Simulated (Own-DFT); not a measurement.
# Computed records: Si₃N₄ (beta silicon nitride, atoms displaced)

A calculation, not a measurement: plane-wave PBE density functional theory by an unreviewed code, no spin, of a simulated periodic cell, stress positive in tension, free energy of the whole cell less one offset for each atom, some atoms lie very close together; forces on such cells passed a denser k mesh, this cell's mesh not checked; offsets are fitted by least squares, one for each functional and potential file, so energies compare only between cells with the same atoms and settings and are not formation energies; the far tail of each file's local potential was reset to the Coulomb form; each entry is a single point on an unrelaxed cell, so the pressure reflects the starting lattice, mostly measured values (interpolated for alloys), from which strain is counted, and rises with the displacements; printed positions are rounded, which can move forces by about a meV/angstrom; the program, named Own-DFT, is a retired in-house code; no spin-orbit coupling; before rounding, a Quantum ESPRESSO 7.3.1 run of the same cell and cutoff gave forces within 1 meV/angstrom rms on each cell, which checks the program and not the settings. Program: Own-DFT development build.

Settings shared by all entries: functional PBE; potential files PseudoDojo norm-conserving, scalar-relativistic, standard set; wave cutoff 42 hartree; occupations Fermi-Dirac; smearing width 0.1 eV; k mesh 3 x 3 x 3 centred on Gamma.

(1) 
```xyz
42
Lattice="7.6060 0.0000 0.0000 -3.8030 6.5870 0.0000 0.0000 0.0000 8.7270" Properties=species:S:1:pos:R:3:force_x:R:1:force_y:R:1:force_z:R:1 formula=Si3N4 free_energy_of_cell_above_offsets=8.047 pressure=15.89 stress_xx=-14.17 stress_yy=-12.93 stress_zz=-20.57 stress_yz=2.02 stress_xz=2.42 stress_xy=2.23
Si    -1.5430     5.0162     0.7708      2.797      4.749     -5.076
Si     0.1201     2.7181     0.6385     -0.503      1.176      7.183
Si     1.5403     5.3979     0.7246     -2.079      1.771      0.048
Si     5.3789     1.7201     2.1162      4.131     -5.258      2.384
Si     3.6339     4.0088     2.2916     -0.816       -2.5     -1.787
Si     2.3049     1.1748     2.2493      4.626      1.208      -5.38
N      2.4407     0.3111     0.7321     -1.117     -1.918     -1.659
N      6.2052     1.7371     0.5673      5.176      4.322      8.364
N      2.8604     4.3924     0.6546     -1.999      1.777      7.507
N      1.2787     6.3273     2.1266      1.756      2.519     -0.163
N     -2.3471     4.5847     2.0554      -3.35     -1.302      4.542
N      1.0275     2.1260     2.2744     -2.003      1.898     -4.769
N      0.1178     4.4805     0.7027     -3.031     -3.637     -0.229
N      3.9049     2.2101     2.2642     -6.101      3.436      0.106
Si    -1.6929     5.1363     3.5727      3.436     -2.897      2.195
Si     0.2627     2.5758     3.6385      1.288      1.098      2.674
Si     1.3757     5.4372     3.5572     -4.067     -0.979      1.519
Si     5.4073     1.4888     5.2016      0.544     -0.295     -4.165
Si     3.6041     3.8825     5.1856     -4.375      0.444     -0.978
Si     2.3898     1.1859     5.3383      1.766      9.624      -14.4
N      2.4486     0.1939     3.4445     -0.269     -2.847      7.305
N      6.3959     1.9609     3.6130     -6.628     -3.519      0.343
N      2.7006     4.4486     3.6547      3.479     -1.499      0.235
N      1.3113     6.3067     5.1092      1.223      3.034     -0.686
N     -2.5705     4.5650     5.1084      5.118      4.117     -1.059
N      1.0582     2.2415     5.1386      0.114     -1.817      2.625
N     -0.0607     4.1478     3.6190     -0.474      8.256     -0.685
N      3.9035     2.2700     5.1247     -2.387      -4.17      0.359
Si    -1.7002     5.1176     6.5857      2.781     -3.086     -2.698
Si     0.1386     2.5775     6.7730     -0.335      6.676     -10.47
Si     1.4555     5.4482     6.5665     -2.162     -4.608     -3.038
Si     5.4966     1.4430     7.9963     -7.841     -2.779     -5.648
Si     3.5855     3.8131     8.1601      2.527      2.962     -7.702
Si     2.3398     1.1920     7.9194       1.18     -0.943      3.633
N      2.3767     0.2111     6.3983      -0.76     -6.862      11.93
N      6.1720     2.0980     6.6113     -0.782     -1.973     -0.304
N      2.7573     4.3067     6.5878      -0.03      0.823      1.593
N      1.3574     6.2643     7.9520      1.097      4.259      2.361
N     -2.4692     4.6714     8.0072      0.136     -0.539      1.814
N      0.8757     2.2220     8.0818      6.154     -4.102     -0.103
N     -0.0313     4.4180     6.3412      -0.79      -0.84      2.935
N      3.6854     2.2496     8.0178       2.57      -5.78     -0.652
```

Units: free_energy_of_cell_above_offsets in eV; pressure, stress_xx, stress_yy, stress_zz, stress_yz, stress_xz, stress_xy in GPa; force_x, force_y, force_z in eV/Å.

(2) 
```xyz
42
Lattice="7.6060 0.0000 0.0000 -3.8030 6.5870 0.0000 0.0000 0.0000 8.7270" Properties=species:S:1:pos:R:3:force_x:R:1:force_y:R:1:force_z:R:1 formula=Si3N4 free_energy_of_cell_above_offsets=14.995 pressure=19.18 stress_xx=-16.65 stress_yy=-27.37 stress_zz=-13.52 stress_yz=4.64 stress_xz=9.09 stress_xy=-8.91
Si    -1.7206     5.0640     0.8417      3.166     -6.721     -3.974
Si     0.2881     2.5378     0.7155     -1.416      4.497     -0.103
Si     1.3441     5.4543     0.8091      4.283      -0.59     -4.263
Si     5.4272     1.5020     2.0965     -2.243      0.539      3.892
Si     3.7262     3.8958     2.2435     -12.47     -3.855     -2.128
Si     2.3523     1.1010     2.2181      2.291      1.638      0.007
N     -1.3239     6.5319     0.8360     -0.281      12.44     -1.531
N      6.2193     1.9003     0.7437      3.126      1.854     -2.405
N      2.9739     4.3247     0.6110     -2.583      2.584       3.91
N      1.2767     6.4384     2.1784      1.111     -0.638      -0.27
N     -2.6500     4.6999     2.1009       9.63      4.613      3.624
N      1.0537     2.3883     2.2405      7.197     -5.346      -10.2
N      0.0480     4.5027     0.6039     -5.047     -5.321      0.742
N      3.8437     2.2523     2.2238     -0.481     -3.923      0.144
Si    -1.6358     5.0109     3.6396      5.161      0.737     -2.413
Si     0.1961     2.6102     3.4261      -0.97      3.625      11.51
Si     1.6115     5.3911     3.4511     -11.84      6.186      4.259
Si     5.5609     1.5404     5.0763     -0.692     -1.932       0.18
Si     3.7631     3.9314     5.0819      -7.13     -2.775      1.797
Si     2.4618     1.0850     5.1209     -0.128      2.866      -0.53
N      2.4283     0.1650     3.6398     -0.521     -0.376      0.031
N      6.3639     1.9475     3.4916     -5.454     -2.598      1.036
N      2.6700     4.3970     3.6517      11.72     -7.558      0.456
N      1.3413     6.3668     5.1092      1.891      1.023     -2.363
N     -2.4535     4.6781     4.9862      2.719      1.378      3.778
N      1.0234     2.1983     4.9511      1.651     -1.507      2.499
N      0.0593     4.2658     3.5989     -2.239      4.248     -0.853
N      3.9384     2.1806     5.2746     -0.517      0.143     -1.779
Si    -1.6658     5.1197     6.7712      13.46      4.803     -17.99
Si     0.2607     2.9735     6.5724      2.007     -15.79     -1.229
Si     1.4712     5.4181     6.5340      3.032      1.432        0.2
Si     5.3223     1.5930     8.0322      1.318     -3.078     -2.819
Si     3.8082     3.8440     7.9271     -9.252       5.19      1.133
Si     2.3134     1.1183     7.9738      3.388      1.573      2.418
N      2.5717     0.1297     6.6465      -1.29       1.73     -1.173
N      6.4436     1.9178     6.5528     -1.177      1.191      1.328
N      2.8560     4.2943     6.6032     -0.346      1.664     -3.264
N      1.5355     6.3391     8.0001     -0.816      2.516      0.851
N     -2.4638     4.6012     7.7651     -3.621     -3.964      16.02
N      1.2736     2.4581     8.0771     -2.518     -2.275     -1.368
N      0.2025     4.4004     6.4138      -6.05       11.7      0.212
N      3.7538     2.3394     8.0389      1.925     -11.92      0.624
```

Units: free_energy_of_cell_above_offsets in eV; pressure, stress_xx, stress_yy, stress_zz, stress_yz, stress_xz, stress_xy in GPa; force_x, force_y, force_z in eV/Å.

(3) 
```xyz
42
Lattice="7.6060 0.0000 0.0000 -3.8030 6.5870 0.0000 0.0000 0.0000 8.7270" Properties=species:S:1:pos:R:3:force_x:R:1:force_y:R:1:force_z:R:1 formula=Si3N4 free_energy_of_cell_above_offsets=16.495 pressure=21.55 stress_xx=-19 stress_yy=-11.31 stress_zz=-34.33 stress_yz=-3.95 stress_xz=14.62 stress_xy=8.27
Si    -1.5580     5.1488     0.7266     -1.168     -7.248     -2.208
Si     0.2581     2.7100     0.7150     -0.666      3.194     -3.118
Si     1.5273     5.7723     0.7439       2.29     -13.87      -14.3
Si     5.5071     1.4814     2.0324     -4.478     -0.617      5.232
Si     3.7666     3.9640     2.4104     -3.156     -8.298     -9.528
Si     2.2779     1.0656     2.1667      4.673      1.004      0.685
N      2.2657     0.1100     0.5971     -0.573      5.996      5.222
N      6.2614     2.0339     0.7396      2.517     -0.106     -2.907
N      2.7625     4.4952     0.7282     -3.072      3.158      8.664
N      1.1747     6.3154     1.9694      -1.71      9.065      19.53
N     -2.4928     4.6103     2.2459      6.433      4.087     -5.232
N      1.0254     2.2738     2.2152      12.44     -6.228     -18.99
N     -0.0534     4.4709     0.6926      2.739     -2.096      0.496
N      3.9362     2.2367     2.1369     -2.555     -0.888      0.033
Si    -1.5781     5.0339     3.4808     -3.646      4.407      7.095
Si     0.2889     2.6033     3.3018     -15.16      7.175      24.47
Si     1.4742     5.3167     3.6269     -4.936      2.512     -0.063
Si     5.4501     1.4763     5.0252     -2.627      1.535      2.687
Si     3.5081     4.0500     5.0782      5.333     -4.412       0.03
Si     2.2600     1.3674     5.1098      14.28     -9.164      0.644
N      2.2892     0.2749     3.7514      -0.56     -1.478     -3.689
N      6.3036     1.7458     3.6088      2.686      0.724     -3.176
N      2.8411     4.3425     3.5256     -6.694        3.7      6.609
N      1.4168     6.3377     5.1986       0.42      0.732     -5.534
N     -2.3917     4.4780     5.0274     -0.516      2.287     -0.461
N      1.1411     2.2706     5.1606     -11.26      7.184     -2.395
N     -0.1768     4.4260     3.6294      10.32     -4.142     -0.932
N      3.8417     2.2986     5.0159     -1.007     -1.511     -0.174
Si    -1.7067     5.0790     6.5449      7.081      1.814     -10.34
Si     0.2619     2.5960     6.5979      -2.14     -0.371     -1.815
Si     1.3576     5.3776     6.5016     -1.327     -2.319      3.229
Si     5.3919     1.5346     7.9768     -0.786      1.251     -0.755
Si     3.4316     4.0887     8.1886      7.411      -5.96     -11.52
Si     2.3826     1.0300     7.9750      2.804      5.653      0.405
N      2.5112     0.2682     6.5980     -1.059     -3.072     -5.386
N      6.2356     1.9170     6.5702      1.826     -0.056     -1.646
N      2.7625     4.3559     6.4581     -1.563      2.215      4.879
N      1.4324     6.4050     8.0141      0.118      1.011     -3.558
N     -2.3012     4.7059     7.8314     -7.675     -3.434       12.6
N      1.1043     2.1647     7.9713     -0.649     -0.116      3.185
N      0.0666     4.1990     6.4855     -1.731       6.08      0.441
N      3.8570     2.2315     7.9408     -2.666      0.598      1.591
```

Units: free_energy_of_cell_above_offsets in eV; pressure, stress_xx, stress_yy, stress_zz, stress_yz, stress_xz, stress_xy in GPa; force_x, force_y, force_z in eV/Å.

(4) 
```xyz
42
Lattice="7.6060 0.0000 0.0000 -3.8030 6.5870 0.0000 0.0000 0.0000 8.7270" Properties=species:S:1:pos:R:3:force_x:R:1:force_y:R:1:force_z:R:1 formula=Si3N4 free_energy_of_cell_above_offsets=9.745 pressure=16.25 stress_xx=-24.4 stress_yy=-4.82 stress_zz=-19.52 stress_yz=-5.12 stress_xz=-5.03 stress_xy=-1.16
Si    -1.6207     5.1373     0.7589      0.419     -1.055      1.454
Si     0.0085     2.6795     0.6661      16.73      5.757     -0.156
Si     1.4582     5.4851     0.7145     -2.042     -2.649      0.013
Si     5.5071     1.8245     2.1350     -7.824     -3.793     -4.064
Si     3.4469     3.9277     2.2045     -0.492     -0.053     -0.334
Si     2.3370     1.3755     2.1715     -0.212     -4.233     -0.409
N      2.3211     0.2896     0.7620     -0.556     -0.944      0.753
N      6.3065     2.0909     0.6119     -8.592     -4.273      6.558
N      2.7206     4.2563     0.6016     -1.618      2.397      5.095
N      1.2982     6.2956     2.1685      1.684      3.573       -0.5
N      4.9574     4.5674     2.3454      4.766      2.024     -2.624
N      0.9445     2.4049     2.1473      3.528     -3.325     -4.023
N      0.0229     4.3065     0.8135     -2.393      4.457     -1.668
N      3.7449     2.2437     2.1207      2.519      0.117      0.329
Si    -1.4821     5.0093     3.6499     -7.651      3.408      0.547
Si     0.2733     2.5435     3.5664     -2.509      4.023      4.052
Si     1.3967     5.5741     3.6922     -0.565     -5.973     -5.136
Si     5.3422     1.5824     5.0822      4.421     -3.465     -0.512
Si     3.5185     3.8477     5.2769      3.032      0.391      -3.11
Si     2.4846     1.1052     5.0528     -0.224     -1.524      1.549
N      2.3101     0.2389     3.5521      0.326     -0.161      0.735
N      6.2666     1.9814     3.4316      2.478     -0.359       8.63
N      2.7962     4.3754     3.7509     -2.094      0.978      1.109
N      1.2848     6.4028     4.9925      0.745      2.353      6.021
N     -2.2290     4.5218     5.1902     -5.943     -2.334     -5.636
N      1.0904     2.1479     5.0552     -1.226      0.567      0.633
N     -0.1707     4.2716     3.4624      8.763     -1.536       1.27
N      3.8888     2.1428     5.1395     -6.337      2.937     -0.581
Si    -1.7121     5.0049     6.5517      4.528      3.677      4.571
Si     0.1911     2.5962     6.5615     -1.895       0.54     -2.152
Si     1.3884     5.1523     6.6395     -0.286      6.682     -0.137
Si     5.4222     1.6643     8.1973     -8.241     -5.573     -11.32
Si     3.6515     4.0814     8.0303     -1.138     -8.237      5.487
Si     2.3564     1.1508     8.0282      3.442      0.514     -0.922
N      2.3673     0.1706     6.6392     -0.343     -0.402     -2.383
N      6.0505     1.9283     6.5837      4.938      1.529      0.151
N      2.9066     4.4480     6.7721     -4.834      1.643     -9.832
N      1.3645     6.3229     7.9783      0.789      1.753      0.764
N     -2.5163     4.5887     8.0112      8.045      3.292       1.52
N      1.0410     2.1519     7.9317     -2.957       1.35      2.031
N     -0.0402     4.4125     6.5114     -0.832     -4.012      0.498
N      3.8079     2.2444     7.9159     -0.353     -0.058      1.723
```

Units: free_energy_of_cell_above_offsets in eV; pressure, stress_xx, stress_yy, stress_zz, stress_yz, stress_xz, stress_xy in GPa; force_x, force_y, force_z in eV/Å.
